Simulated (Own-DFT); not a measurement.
## Calculated data, Si₃N₄ (beta silicon nitride, atoms displaced)

All values are calculated (Own-DFT development build). A calculation, not a measurement: plane-wave PBE density functional theory by an unreviewed code, no spin, of a simulated periodic cell, stress positive in tension, free energy of the whole cell less one offset for each atom, forces on such cells passed a denser k mesh, this cell's mesh not checked; offsets are fitted by least squares, one for each functional and potential file, so energies compare only between cells with the same atoms and settings and are not formation energies; the far tail of each file's local potential was reset to the Coulomb form; each entry is a single point on an unrelaxed cell, so the pressure reflects the starting lattice, mostly measured values (interpolated for alloys), from which strain is counted, and rises with the displacements; printed positions are rounded, which can move forces by about a meV/angstrom; the program, named Own-DFT, is a retired in-house code; no spin-orbit coupling.

Settings shared by all entries: functional PBE; potential files PseudoDojo norm-conserving, scalar-relativistic, standard set; wave cutoff 42 hartree; occupations Fermi-Dirac; smearing width 0.1 eV; k mesh 3 x 3 x 3 centred on Gamma.

(1) Si₃N₄ (beta silicon nitride, atoms displaced)

```
Si3N4
1.0
      7.6060     0.0000     0.0000
     -3.8030     6.5870     0.0000
      0.0000     0.0000     8.7270
Si N Si N Si N
6 8 6 8 6 8
Direct
  0.16523 0.76094 0.07543
  0.23539 0.40109 0.08701
  0.59371 0.81881 0.08070
  0.82233 0.21040 0.24888
  0.76736 0.60354 0.25186
  0.40496 0.17287 0.24718
  0.34014 0.03894 0.09443
  0.95742 0.29633 0.08182
  0.70137 0.67613 0.07666
  0.67028 0.97746 0.25245
  0.01384 0.68503 0.24666
  0.29226 0.32431 0.24830
  0.32976 0.66454 0.07358
  0.66437 0.32005 0.24904
  0.16132 0.76394 0.42594
  0.23078 0.39848 0.42035
  0.60436 0.83407 0.41260
  0.82800 0.21816 0.59076
  0.75774 0.59839 0.58322
  0.39872 0.16475 0.57735
  0.32262 0.00516 0.40975
  0.96596 0.30170 0.41605
  0.70454 0.67487 0.41419
  0.67606 0.96829 0.58372
  0.04581 0.70147 0.58562
  0.30327 0.33845 0.59020
  0.32770 0.66376 0.40806
  0.65429 0.33103 0.57399
  0.15395 0.76344 0.75070
  0.21022 0.39252 0.74868
  0.60182 0.83007 0.75986
  0.82756 0.22936 0.91432
  0.76949 0.60225 0.92701
  0.39736 0.17015 0.92674
  0.32401 0.02128 0.74572
  0.95992 0.29900 0.74904
  0.71665 0.66452 0.75923
  0.66811 0.97201 0.92760
  0.02689 0.69252 0.90466
  0.30593 0.33147 0.91784
  0.35202 0.68318 0.75207
  0.66160 0.32992 0.90997
```

```
free energy of cell above offsets : -0.851 eV
pressure                          : 9.09 GPa
stress xx                         : -4.79 GPa
stress yy                         : -7.61 GPa
stress zz                         : -14.87 GPa
stress yz                         : 0.8 GPa
stress xz                         : 1.41 GPa
stress xy                         : -1.56 GPa
```

Force:
| element | x (eV/Å) | y (eV/Å) | z (eV/Å) |
| --- | --- | --- | --- |
| Si | 0.969 | 0.73 | 2.069 |
| Si | -2.911 | 0.801 | -1.824 |
| Si | -3.092 | 1.33 | 1.537 |
| Si | -1.099 | 7.256 | 0.314 |
| Si | 1.043 | -4.316 | -1.402 |
| Si | 1.17 | 0.899 | 3.757 |
| N | -1.131 | -4.919 | -4.196 |
| N | 3.249 | 0.975 | 0.108 |
| N | 0.03 | -0.065 | 3.882 |
| N | 0.185 | -6.718 | -1.427 |
| N | 2.123 | 1.96 | -0.181 |
| N | 1.255 | -0.549 | 1.753 |
| N | 0.573 | -0.236 | 0.756 |
| N | -1.324 | 2.408 | 0.084 |
| Si | 3.141 | -2.354 | -5.177 |
| Si | -1.769 | 2.064 | -0.681 |
| Si | -3.163 | -1.937 | 1.291 |
| Si | -3.737 | 2.309 | -4.568 |
| Si | 2.963 | -2.49 | 0.639 |
| Si | 0.21 | -0.091 | 0.828 |
| N | -0.652 | 5.471 | 0.629 |
| N | 1.151 | -0.743 | 0.965 |
| N | -1.006 | 0.892 | 0.821 |
| N | 0.522 | -1.281 | 1.013 |
| N | -5.989 | -3.098 | 0.252 |
| N | 0.584 | -1.639 | -1.486 |
| N | 1.499 | 0.043 | 0.379 |
| N | 2.086 | 0.298 | 0.477 |
| Si | 6.575 | 2.67 | -1.433 |
| Si | 3.666 | 4.172 | 1.552 |
| Si | 0.519 | -1.06 | -1.154 |
| Si | -3.273 | 0.505 | 2.072 |
| Si | 2.559 | -4.604 | -3.129 |
| Si | 2.328 | 0.129 | -3.197 |
| N | -0.752 | 1.346 | 1.639 |
| N | 1.218 | 0.272 | 1.265 |
| N | -3.778 | 3.076 | -1.97 |
| N | 0.785 | 0.277 | -2.216 |
| N | -1.568 | -0.583 | 5.408 |
| N | -2.269 | 0.175 | -0.19 |
| N | -3.357 | -4.027 | -0.057 |
| N | 0.466 | 0.653 | 0.795 |

(2) Si₃N₄ (beta silicon nitride, atoms displaced)

```
Si3N4
1.0
      7.6060     0.0000     0.0000
     -3.8030     6.5870     0.0000
      0.0000     0.0000     8.7270
Si N Si N Si N
6 8 6 8 6 8
Direct
  0.18406 0.77150 0.07696
  0.22059 0.39734 0.07713
  0.59419 0.81892 0.08894
  0.82826 0.23335 0.24547
  0.77646 0.59807 0.25333
  0.40077 0.17412 0.23870
  0.32486 0.03823 0.08408
  0.96763 0.29598 0.08806
  0.69909 0.66311 0.07858
  0.66786 0.96845 0.24436
  0.03288 0.70789 0.24923
  0.28610 0.32019 0.25404
  0.33312 0.66610 0.08031
  0.67769 0.34641 0.25316
  0.17332 0.77058 0.41801
  0.23363 0.40260 0.41419
  0.59791 0.83434 0.41390
  0.83076 0.23502 0.59091
  0.75989 0.58286 0.58218
  0.40504 0.17453 0.58408
  0.32634 0.02549 0.41319
  0.96320 0.28532 0.40533
  0.69249 0.66596 0.40940
  0.65899 0.94961 0.58334
  0.02964 0.70411 0.58052
  0.30589 0.34028 0.58947
  0.32596 0.65679 0.42197
  0.66197 0.32765 0.59058
  0.17797 0.77068 0.74526
  0.23641 0.40041 0.75991
  0.59588 0.83373 0.74759
  0.82640 0.24767 0.91404
  0.76994 0.59959 0.91750
  0.41037 0.17193 0.92022
  0.34430 0.04706 0.74528
  0.97731 0.31498 0.75170
  0.70909 0.67960 0.74453
  0.67650 0.97641 0.90629
  0.02624 0.69979 0.92095
  0.30377 0.33288 0.91294
  0.33969 0.68354 0.75169
  0.64332 0.32945 0.92120
```

```
free energy of cell above offsets : -3.866 eV
pressure                          : 7.89 GPa
stress xx                         : -7.62 GPa
stress yy                         : -5.42 GPa
stress zz                         : -10.64 GPa
stress yz                         : -1.34 GPa
stress xz                         : 0.58 GPa
stress xy                         : -1.33 GPa
```

Force:
| element | x (eV/Å) | y (eV/Å) | z (eV/Å) |
| --- | --- | --- | --- |
| Si | -2 | -0.225 | 2.054 |
| Si | 1.553 | 1.253 | 1.861 |
| Si | 0.281 | 0.401 | -3.194 |
| Si | -2.073 | -0.72 | 1.131 |
| Si | -0.684 | 0.678 | -1.462 |
| Si | 1.232 | 2.04 | 4.792 |
| N | 0.416 | -2.794 | -2.18 |
| N | -0.444 | 0.319 | -3.265 |
| N | -1.076 | 1.004 | 2.138 |
| N | -0.246 | 0.845 | 0.773 |
| N | 1.221 | 0.416 | -0.772 |
| N | 1.064 | -0.095 | -3.05 |
| N | 0.721 | -0.763 | 0.055 |
| N | -0.948 | -3.305 | -0.511 |
| Si | 0.853 | -1.178 | -0.922 |
| Si | -1.627 | 0.246 | 1.886 |
| Si | -0.762 | -2.948 | -0.276 |
| Si | -0.405 | -1.649 | -3.058 |
| Si | -0.285 | 2.167 | -0.63 |
| Si | -0.761 | 0.555 | -2.249 |
| N | 0.362 | 2.304 | 0.109 |
| N | 0.963 | 0.72 | 3.984 |
| N | 0.283 | 0.091 | 1.489 |
| N | 0.465 | 5.689 | -1.33 |
| N | -0.732 | -0.687 | 0.744 |
| N | 0.387 | -1.044 | -1.117 |
| N | 0.17 | 2.115 | -0.759 |
| N | 1.44 | 0.166 | -0.408 |
| Si | -1.245 | 1.067 | 0.554 |
| Si | -1.801 | 3.566 | -3.907 |
| Si | 0.854 | -2.241 | 1.247 |
| Si | -0.679 | -1.989 | 0.973 |
| Si | -0.875 | -0.652 | -1.799 |
| Si | -3.767 | -1.657 | -2.056 |
| N | -0.802 | -3.861 | 2.526 |
| N | -0.214 | -0.194 | 0.361 |
| N | -0.098 | -0.671 | 1.239 |
| N | -0.05 | 0.988 | 3.013 |
| N | 1.399 | 0.395 | -1.686 |
| N | 0.716 | -1.24 | 3.271 |
| N | 0.607 | -3.283 | 0.532 |
| N | 6.585 | 4.173 | -0.104 |

(3) Si₃N₄ (beta silicon nitride, atoms displaced)

```
Si3N4
1.0
      7.6060     0.0000     0.0000
     -3.8030     6.5870     0.0000
      0.0000     0.0000     8.7270
Si N Si N Si N
6 8 6 8 6 8
Direct
  0.17469 0.76847 0.08288
  0.22508 0.39962 0.08399
  0.59715 0.82346 0.07296
  0.81292 0.21687 0.25148
  0.76832 0.59768 0.25227
  0.40398 0.18080 0.25412
  0.33010 0.02397 0.08994
  0.97170 0.30648 0.08686
  0.69779 0.66432 0.07819
  0.67555 0.96243 0.24883
  0.03709 0.69447 0.24991
  0.29383 0.32953 0.24789
  0.34160 0.66530 0.07025
  0.67897 0.33388 0.25316
  0.16393 0.76068 0.41136
  0.23530 0.41330 0.42924
  0.60160 0.84580 0.41608
  0.81994 0.21934 0.58561
  0.76672 0.59189 0.58439
  0.41544 0.17459 0.57143
  0.34029 0.03446 0.41388
  0.97218 0.30053 0.41855
  0.69442 0.66868 0.41723
  0.66825 0.96356 0.58695
  0.03291 0.70200 0.58219
  0.30934 0.34166 0.58418
  0.32522 0.66446 0.40964
  0.66414 0.33419 0.58146
  0.16044 0.75954 0.73996
  0.22667 0.40070 0.74728
  0.59188 0.83504 0.73774
  0.83225 0.24002 0.91537
  0.75983 0.59113 0.91502
  0.41715 0.17559 0.91608
  0.34056 0.02733 0.75103
  0.97018 0.29879 0.74251
  0.70078 0.67811 0.74762
  0.65593 0.96479 0.91995
  0.03164 0.70751 0.91643
  0.30652 0.33387 0.92167
  0.33220 0.66531 0.75215
  0.66624 0.32944 0.91146
```

```
free energy of cell above offsets : -4.339 eV
pressure                          : 7.03 GPa
stress xx                         : -5.1 GPa
stress yy                         : -5.92 GPa
stress zz                         : -10.05 GPa
stress yz                         : 1.24 GPa
stress xz                         : -1.03 GPa
stress xy                         : -1.29 GPa
```

Force:
| element | x (eV/Å) | y (eV/Å) | z (eV/Å) |
| --- | --- | --- | --- |
| Si | 1.836 | -0.65 | -0.935 |
| Si | 0.913 | 1.846 | -0.248 |
| Si | -0.692 | -1.594 | 2.219 |
| Si | 2.827 | 2.458 | -0.16 |
| Si | 0.86 | -0.703 | -0.937 |
| Si | 0.979 | 0 | -2.151 |
| N | 0.12 | 2.265 | -0.623 |
| N | -1.31 | -1.153 | -0.759 |
| N | 0.215 | 0.297 | 1.859 |
| N | -0.146 | 0.465 | -1.338 |
| N | -2.944 | -0.519 | -1.149 |
| N | 0.546 | -0.08 | 2.199 |
| N | -2.009 | -0.485 | 1.055 |
| N | -3.671 | 0.432 | -0.109 |
| Si | 2.091 | 1.524 | 1.307 |
| Si | -0.514 | -0.633 | -3.66 |
| Si | -0.578 | -5.277 | -0.479 |
| Si | -0.22 | 2.851 | -1.756 |
| Si | -0.732 | 0.784 | -0.276 |
| Si | -2.278 | -0.169 | 4.041 |
| N | -0.451 | -2.217 | -0.199 |
| N | -1.048 | -1.318 | 0.507 |
| N | 0.07 | 0.652 | 0.219 |
| N | -0.028 | 3.41 | -3.871 |
| N | -2.506 | -1.067 | -2.514 |
| N | 1.672 | -1.753 | 0.484 |
| N | 1.51 | 2.379 | 0.67 |
| N | 2.378 | -0.086 | 0.128 |
| Si | 3.385 | 2.222 | 4.45 |
| Si | 1.799 | 1.585 | 1.861 |
| Si | -0.671 | -4.423 | 6.862 |
| Si | 0.12 | -1.643 | 0.765 |
| Si | 1.409 | 0.549 | -0.9 |
| Si | -2.541 | -2.059 | 0.601 |
| N | -0.592 | 0.138 | -1.932 |
| N | -0.555 | -0.501 | 1.725 |
| N | 0.547 | -0.386 | -0.108 |
| N | 1.129 | 3.424 | -3.315 |
| N | -1.151 | -1.108 | -0.801 |
| N | 0.083 | -1.006 | -1.724 |
| N | -0.893 | -0.367 | -1.102 |
| N | 1.041 | 1.916 | 0.093 |

(4) Si₃N₄ (beta silicon nitride, atoms displaced)

```
Si3N4
1.0
      7.6060     0.0000     0.0000
     -3.8030     6.5870     0.0000
      0.0000     0.0000     8.7270
Si N Si N Si N
6 8 6 8 6 8
Direct
  0.16284 0.76132 0.08092
  0.22252 0.40493 0.08220
  0.58334 0.81609 0.08698
  0.83529 0.22746 0.24895
  0.76652 0.58975 0.25422
  0.40089 0.16111 0.25473
  0.33328 0.04447 0.08787
  0.96190 0.30489 0.07375
  0.69430 0.66475 0.09335
  0.66319 0.96091 0.24329
  0.02120 0.70232 0.25679
  0.30711 0.33496 0.25254
  0.32609 0.65638 0.08596
  0.66416 0.33754 0.25247
  0.17317 0.76624 0.42312
  0.23415 0.39956 0.40469
  0.60679 0.83381 0.41517
  0.82713 0.23360 0.59329
  0.76498 0.60298 0.58572
  0.40674 0.16328 0.58800
  0.33462 0.02710 0.41738
  0.96914 0.30090 0.41849
  0.69230 0.66038 0.42116
  0.66778 0.96425 0.57495
  0.03944 0.69950 0.58101
  0.28984 0.32698 0.58851
  0.33488 0.66818 0.42671
  0.67839 0.32661 0.58340
  0.16615 0.76788 0.75170
  0.23043 0.40389 0.75483
  0.59555 0.82802 0.74626
  0.82921 0.24290 0.91403
  0.76818 0.59578 0.91040
  0.40070 0.16926 0.90680
  0.34218 0.02585 0.76238
  0.97549 0.29616 0.74555
  0.69908 0.67365 0.75556
  0.67492 0.97440 0.91510
  0.03900 0.70501 0.91404
  0.30852 0.33155 0.90878
  0.33779 0.66684 0.75222
  0.67059 0.33763 0.91857
```

```
free energy of cell above offsets : -3.455 eV
pressure                          : 7.7 GPa
stress xx                         : -5.95 GPa
stress yy                         : -4.76 GPa
stress zz                         : -12.39 GPa
stress yz                         : -2.98 GPa
stress xz                         : -1.16 GPa
stress xy                         : 0.39 GPa
```

Force:
| element | x (eV/Å) | y (eV/Å) | z (eV/Å) |
| --- | --- | --- | --- |
| Si | 1.421 | 2.096 | 2.781 |
| Si | 2.476 | -1.634 | -0.429 |
| Si | 1.056 | 0.412 | -2.574 |
| Si | -3.376 | 0.349 | 0.385 |
| Si | -0.995 | -0.396 | 0.03 |
| Si | 0.69 | 3.675 | -0.424 |
| N | -0.289 | -3.923 | -2.558 |
| N | 2.347 | 0.64 | 2.706 |
| N | 0.302 | 0.31 | -2.706 |
| N | 0.539 | 2.347 | 1.653 |
| N | 2.188 | 0.901 | -1.035 |
| N | 0.396 | -1.404 | -3.301 |
| N | -1.571 | 1.745 | -0.114 |
| N | 1.726 | -2.768 | 0.103 |
| Si | 1.927 | -0.208 | -2.759 |
| Si | -2.079 | 2.204 | 5.448 |
| Si | -1.995 | -2.917 | -1.161 |
| Si | 2.289 | -1.767 | -3.4 |
| Si | 2.25 | -2.329 | 0.13 |
| Si | -0.586 | 2.44 | -0.36 |
| N | -0.423 | -0.598 | 1.506 |
| N | 0.823 | -0.378 | -0.674 |
| N | -0.316 | 0.976 | -0.515 |
| N | 0.511 | 2.372 | 2.858 |
| N | -3.621 | -0.652 | 2.72 |
| N | 2.755 | -1.63 | -1.662 |
| N | 0.809 | -0.372 | -1.248 |
| N | -5.085 | 2.231 | 0.614 |
| Si | 4.029 | -0.171 | -1.418 |
| Si | 0.563 | 1.521 | -2.077 |
| Si | -1.256 | 0.546 | 0.988 |
| Si | -0.678 | -2.529 | -1.658 |
| Si | -0.047 | -0.419 | 3.818 |
| Si | 1.302 | 3.169 | 5.912 |
| N | -0.521 | -2.18 | -5.012 |
| N | -0.939 | 0.108 | 2.554 |
| N | 0.706 | 0.021 | -1.919 |
| N | -0.14 | -0.571 | 0.316 |
| N | -3.138 | -1.41 | 0.541 |
| N | -1.346 | 0.168 | 2.494 |
| N | -1.602 | -0.002 | 0.285 |
| N | -1.099 | 0.027 | -0.838 |

(5) Si₃N₄ (beta silicon nitride, atoms displaced)

```
Si3N4
1.0
      7.6060     0.0000     0.0000
     -3.8030     6.5870     0.0000
      0.0000     0.0000     8.7270
Si N Si N Si N
6 8 6 8 6 8
Direct
  0.17932 0.77805 0.08545
  0.23241 0.39790 0.07320
  0.58845 0.81722 0.07925
  0.82291 0.22687 0.25493
  0.77165 0.59803 0.24289
  0.40169 0.17198 0.25744
  0.33065 0.02941 0.08612
  0.97196 0.30764 0.08019
  0.69553 0.65813 0.08753
  0.67053 0.97817 0.25311
  0.02609 0.69167 0.25706
  0.29147 0.32992 0.25257
  0.31895 0.66273 0.08421
  0.67891 0.32903 0.25618
  0.17484 0.75702 0.41600
  0.22667 0.39681 0.41959
  0.59999 0.82121 0.42429
  0.81739 0.23223 0.58160
  0.77356 0.60899 0.58130
  0.39623 0.18031 0.57805
  0.33377 0.02620 0.41933
  0.96522 0.28345 0.41439
  0.69566 0.67594 0.41366
  0.67606 0.96299 0.58719
  0.03700 0.71067 0.58243
  0.29876 0.33877 0.58151
  0.33445 0.67559 0.41982
  0.66135 0.32977 0.58509
  0.17621 0.76511 0.74878
  0.24019 0.40484 0.75412
  0.58748 0.82605 0.75672
  0.82549 0.23941 0.92671
  0.78092 0.59092 0.91299
  0.39444 0.15933 0.91384
  0.34107 0.03981 0.74414
  0.97026 0.30633 0.75145
  0.70345 0.66753 0.74368
  0.67830 0.98339 0.91618
  0.02423 0.69203 0.91970
  0.30190 0.33675 0.91251
  0.33329 0.66379 0.75489
  0.66669 0.32916 0.90496
```

```
free energy of cell above offsets : -3.842 eV
pressure                          : 7.67 GPa
stress xx                         : -10.27 GPa
stress yy                         : -4.57 GPa
stress zz                         : -8.18 GPa
stress yz                         : -0.86 GPa
stress xz                         : -2.06 GPa
stress xy                         : 2.62 GPa
```

Force:
| element | x (eV/Å) | y (eV/Å) | z (eV/Å) |
| --- | --- | --- | --- |
| Si | -1.329 | -2.903 | 0.802 |
| Si | -2.695 | 1.671 | 3.461 |
| Si | -0.519 | 1.726 | 1.668 |
| Si | 2.154 | 0.591 | -1.846 |
| Si | 0.749 | -2.261 | 3.645 |
| Si | 1.509 | 1.269 | -0.606 |
| N | -0.525 | 1.382 | -0.344 |
| N | 0.855 | -0.363 | 2.175 |
| N | -1.398 | 1.107 | -3.519 |
| N | 0.143 | -4.235 | -0.851 |
| N | 0.588 | 1.205 | -1.865 |
| N | 1.935 | -0.982 | -1.489 |
| N | 3.228 | 0.006 | -0.432 |
| N | -5.121 | 1.872 | -0.558 |
| Si | -1.819 | 2.112 | 0.502 |
| Si | -2.325 | 2.558 | -1.388 |
| Si | -3.788 | 2.898 | -1.662 |
| Si | 1.623 | -0.744 | 1.255 |
| Si | 1.257 | -2.376 | -1.263 |
| Si | 2.467 | -0.25 | 0.259 |
| N | -0.95 | 0.052 | -0.338 |
| N | 0.511 | 1.01 | 1.706 |
| N | 3.93 | -2.773 | -0.49 |
| N | -0.527 | 1.03 | 0.58 |
| N | -0.788 | -0.748 | 0.207 |
| N | 1.238 | -0.888 | 1.236 |
| N | 3.049 | -3.069 | 0.017 |
| N | -1.191 | 2.031 | -0.724 |
| Si | -0.526 | 0.549 | 0.153 |
| Si | -4.165 | 0.541 | -2.476 |
| Si | 2.175 | 0.819 | -1.163 |
| Si | 1.118 | 0.062 | -3.199 |
| Si | -4.392 | -1.506 | -0.365 |
| Si | 1.511 | 3.143 | 0.356 |
| N | -1.039 | -2.953 | 0.55 |
| N | 0.676 | 0.082 | -0.112 |
| N | -1.624 | 1.03 | 3.106 |
| N | -0.271 | -3.527 | 0.966 |
| N | 3.445 | 2.712 | -0.364 |
| N | 3.297 | -2.476 | 1.028 |
| N | -0.11 | 0.332 | 0.136 |
| N | -2.358 | 0.264 | 1.244 |
